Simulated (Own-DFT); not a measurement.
GaN (wurtzite, strained, atoms displaced) (calculated)

A calculation, not a measurement: plane-wave PBE density functional theory by an unreviewed code, no spin, of a simulated periodic cell, stress positive in tension, free energy of the whole cell less one offset for each atom, forces on such cells passed a denser k mesh, this cell's mesh not checked; offsets are fitted by least squares, one for each functional and potential file, so energies compare only between cells with the same atoms and settings and are not formation energies; the far tail of each file's local potential was reset to the Coulomb form; each entry is a single point on an unrelaxed cell, so the pressure reflects the starting lattice, mostly measured values (interpolated for alloys), from which strain is counted, and rises with the displacements; printed positions are rounded, which can move forces by about a meV/angstrom; the program, named Own-DFT, is a retired in-house code; no spin-orbit coupling. Program: Own-DFT development build.

```cif
# cell vector a (Å): 12.9830 0.0014 -0.1657
# cell vector b (Å): -4.8677 8.2812 -0.0734
# cell vector c (Å): -0.1347 -0.1697 10.4036
data_GaN
_symmetry_space_group_name_H-M 'P 1'
_symmetry_Int_Tables_number 1
_cell_length_a 12.9841
_cell_length_b 9.6062
_cell_length_c 10.4059
_cell_angle_alpha 90.867
_cell_angle_beta 91.473
_cell_angle_gamma 120.431
_cell_volume 1118.13
loop_
_atom_site_label
_atom_site_type_symbol
_atom_site_fract_x
_atom_site_fract_y
_atom_site_fract_z
_atom_site_occupancy
Ga1 Ga 0.07676 0.22122 0.99946 1
Ga2 Ga 0.16948 0.11263 0.24472 1
N1 N 0.08398 0.22967 0.19754 1
N2 N 0.15850 0.09704 0.43456 1
Ga3 Ga 0.08375 0.22730 0.49102 1
Ga4 Ga 0.17299 0.11534 0.75880 1
N3 N 0.08646 0.21770 0.68062 1
N4 N 0.16118 0.10877 0.94190 1
Ga5 Ga 0.08444 0.54812 0.00710 1
Ga6 Ga 0.16853 0.44715 0.25215 1
N5 N 0.07906 0.55342 0.18782 1
N6 N 0.16871 0.43943 0.43982 1
Ga7 Ga 0.08143 0.56336 0.50076 1
Ga8 Ga 0.17359 0.45415 0.75733 1
N7 N 0.08427 0.55036 0.68782 1
N8 N 0.17002 0.44681 0.93686 1
Ga9 Ga 0.07911 0.87927 0.99322 1
Ga10 Ga 0.16639 0.78001 0.24789 1
N9 N 0.08267 0.88625 0.19229 1
N10 N 0.16419 0.78117 0.43883 1
Ga11 Ga 0.08411 0.89118 0.49481 1
Ga12 Ga 0.17098 0.76828 0.74570 1
N11 N 0.08541 0.89329 0.68555 1
N12 N 0.16753 0.77926 0.94014 1
Ga13 Ga 0.32550 0.21540 0.00383 1
Ga14 Ga 0.41425 0.10548 0.25554 1
N13 N 0.33208 0.22364 0.19423 1
N14 N 0.41442 0.11435 0.43842 1
Ga15 Ga 0.33419 0.21699 0.49939 1
Ga16 Ga 0.42548 0.12554 0.75307 1
N15 N 0.33015 0.22655 0.68531 1
N16 N 0.42250 0.11269 0.94390 1
Ga17 Ga 0.33363 0.56524 0.00012 1
Ga18 Ga 0.41941 0.44547 0.25774 1
N17 N 0.33126 0.55320 0.19359 1
N18 N 0.41959 0.44707 0.43510 1
Ga19 Ga 0.32521 0.56034 0.49290 1
Ga20 Ga 0.41880 0.45407 0.74204 1
N19 N 0.33758 0.56113 0.68824 1
N20 N 0.41284 0.43749 0.93198 1
Ga21 Ga 0.33828 0.89479 0.00654 1
Ga22 Ga 0.41602 0.77512 0.25167 1
N21 N 0.33973 0.89019 0.18866 1
N22 N 0.41825 0.77362 0.43353 1
Ga23 Ga 0.33878 0.89173 0.50198 1
Ga24 Ga 0.41296 0.76959 0.74300 1
N23 N 0.33139 0.87678 0.67620 1
N24 N 0.41131 0.77583 0.94519 1
Ga25 Ga 0.58915 0.23047 0.00188 1
Ga26 Ga 0.65879 0.10973 0.23946 1
N25 N 0.57500 0.22806 0.18936 1
N26 N 0.65929 0.09263 0.43391 1
Ga27 Ga 0.59116 0.23255 0.49960 1
Ga28 Ga 0.66713 0.10235 0.75728 1
N27 N 0.58397 0.21974 0.69085 1
N28 N 0.66819 0.11463 0.93425 1
Ga29 Ga 0.57668 0.54794 0.01106 1
Ga30 Ga 0.67023 0.44534 0.25556 1
N29 N 0.58631 0.56346 0.18316 1
N30 N 0.67773 0.45831 0.43768 1
Ga31 Ga 0.58097 0.55062 0.49959 1
Ga32 Ga 0.67168 0.45285 0.75468 1
N31 N 0.59054 0.56188 0.68410 1
N32 N 0.65819 0.43407 0.94232 1
Ga33 Ga 0.58275 0.88041 0.99769 1
Ga34 Ga 0.66673 0.77730 0.25054 1
N33 N 0.58451 0.88556 0.19034 1
N34 N 0.66534 0.76809 0.43700 1
Ga35 Ga 0.57834 0.88945 0.49961 1
Ga36 Ga 0.66668 0.78220 0.75020 1
N35 N 0.57811 0.87614 0.68642 1
N36 N 0.66968 0.77906 0.93289 1
Ga37 Ga 0.83416 0.22826 0.99597 1
Ga38 Ga 0.91936 0.11125 0.25013 1
N37 N 0.83925 0.23157 0.18888 1
N38 N 0.91441 0.10235 0.43538 1
Ga39 Ga 0.83058 0.22365 0.50316 1
Ga40 Ga 0.91608 0.09717 0.74605 1
N39 N 0.83755 0.21969 0.69691 1
N40 N 0.91731 0.11367 0.95073 1
Ga41 Ga 0.82886 0.55251 0.00046 1
Ga42 Ga 0.91530 0.44222 0.24800 1
N41 N 0.82984 0.55333 0.18271 1
N42 N 0.91758 0.44542 0.43975 1
Ga43 Ga 0.83703 0.55832 0.51086 1
Ga44 Ga 0.91162 0.44120 0.75238 1
N43 N 0.83028 0.55719 0.68689 1
N44 N 0.91227 0.44777 0.94956 1
Ga45 Ga 0.82702 0.88723 0.00238 1
Ga46 Ga 0.91432 0.77543 0.25005 1
N45 N 0.83763 0.88977 0.19115 1
N46 N 0.91473 0.77902 0.43319 1
Ga47 Ga 0.84188 0.88691 0.50524 1
Ga48 Ga 0.91611 0.77565 0.75359 1
N47 N 0.83176 0.89065 0.69444 1
N48 N 0.91959 0.77924 0.94138 1
_calc_functional 'PBE'
_calc_potential_files 'PseudoDojo norm-conserving, scalar-relativistic, standard set with the stringent files for Ga'
_calc_wave_cutoff 96  # hartree
_calc_occupations 'Gaussian'
_calc_smearing_width 0.01  # eV
_calc_k_mesh '3 x 4 x 3 centred on Gamma'
_calc_free_energy_of_cell_above_offsets '-4.771'  # eV
_calc_pressure 3.28  # GPa
_calc_stress_xx 1.34  # GPa
_calc_stress_yy -5.77  # GPa
_calc_stress_zz -5.4  # GPa
_calc_stress_yz -3.23  # GPa
_calc_stress_xz -2.55  # GPa
_calc_stress_xy -0.39  # GPa
```

Force:
```tsv
element	x (eV/Å)	y (eV/Å)	z (eV/Å)
Ga	1.572	0.57	0.983
Ga	-0.888	-0.202	0.881
N	0.525	-1.071	-1.42
N	0.559	2.697	-0.444
Ga	0.584	-1.936	1.068
Ga	-0.899	-0.254	-1.613
N	-0.576	0.588	1.344
N	0.04	-0.122	0.393
Ga	-0.729	1.07	-1.205
Ga	-0.336	0.455	-0.03
N	0.795	0.18	0.989
N	-2.013	1.203	-0.659
Ga	1.011	-0.607	-0.152
Ga	-0.035	-1.761	-1.954
N	-0.847	-0.543	0.171
N	-0.734	-0.473	1.1
Ga	0.784	0.923	1.332
Ga	0.301	-0.042	0.249
N	-0.268	-0.064	-1.21
N	1.304	-0.371	-0.424
Ga	-0.493	-0.635	0.974
Ga	-1.288	1.68	0.599
N	0.183	-1.162	0.668
N	0.806	-0.608	-0.304
Ga	0.957	0.784	-0.128
Ga	-0.52	1.02	-0.646
N	0.663	-0.36	-0.724
N	1.648	-0.373	0.484
Ga	-1.9	0.506	-0.225
Ga	-0.861	-1.112	-0.084
N	1.399	-0.22	0.492
N	-1.089	0.02	-0.649
Ga	1.171	-1.858	0.801
Ga	-0.163	0.403	-1.702
N	0.312	-0.061	-0.738
N	-0.875	-0.695	1.709
Ga	2.458	-0.34	1.064
Ga	1.107	-0.66	0.682
N	-0.858	-1.803	-1.089
N	-0.388	0.711	0.779
Ga	-0.632	-0.197	-1.056
Ga	0.572	0.269	-0.76
N	-0.979	-0.641	0.776
N	-1.289	0.536	0.681
Ga	-0.674	-0.085	-1.895
Ga	0.066	2.32	1.46
N	-0.039	1.11	2.609
N	0.935	1.037	-1.505
Ga	-0.311	-1.964	0.341
Ga	1.12	0.572	0.844
N	1.281	-0.72	0.103
N	-0.355	3.115	-0.117
Ga	-0.146	-0.899	-0.014
Ga	-0.389	0.406	-1.983
N	0.684	0.597	-0.433
N	-0.179	-0.796	2.012
Ga	-0.067	0.023	-3.208
Ga	-0.348	0.919	-0.96
N	-0.025	-1.443	2.543
N	-0.622	-1.555	0.669
Ga	0.457	1.013	-0.229
Ga	-0.929	-0.935	-0.152
N	-0.52	-0.902	0.815
N	0.363	2.631	-0.917
Ga	-0.459	0.677	0.287
Ga	0.751	0.94	0.821
N	-0.628	-0.005	-0.965
N	-0.204	1.119	0.596
Ga	1.917	-1.611	0.12
Ga	0.538	-0.583	-0.646
N	-0.434	1.188	0.33
N	-0.925	-0.924	0.906
Ga	0.339	-0.705	0.957
Ga	-0.612	0.28	-0.028
N	-0.918	-2.329	-0.473
N	-0.701	1.059	0.892
Ga	0.819	-1.053	-0.505
Ga	0.751	3.691	1.199
N	-0.931	-0.523	-0.76
N	-1.061	-0.732	-1.758
Ga	-0.367	0.725	-0.04
Ga	-0.375	1.352	0.457
N	0.173	-0.23	1.242
N	-0.606	-0.19	0.157
Ga	0.289	0.727	-2.542
Ga	0.921	0.615	0.608
N	0.773	-0.565	1.738
N	1.131	0.17	-1.869
Ga	1.561	0.452	0.434
Ga	0.525	0.19	-0.457
N	-1.032	-0.417	-0.657
N	1.056	-1.022	1.242
Ga	-1.959	0.001	-0.729
Ga	0.673	1.297	-0.107
N	0.483	-2.558	-0.937
N	-1.883	-0.921	-0.499
```
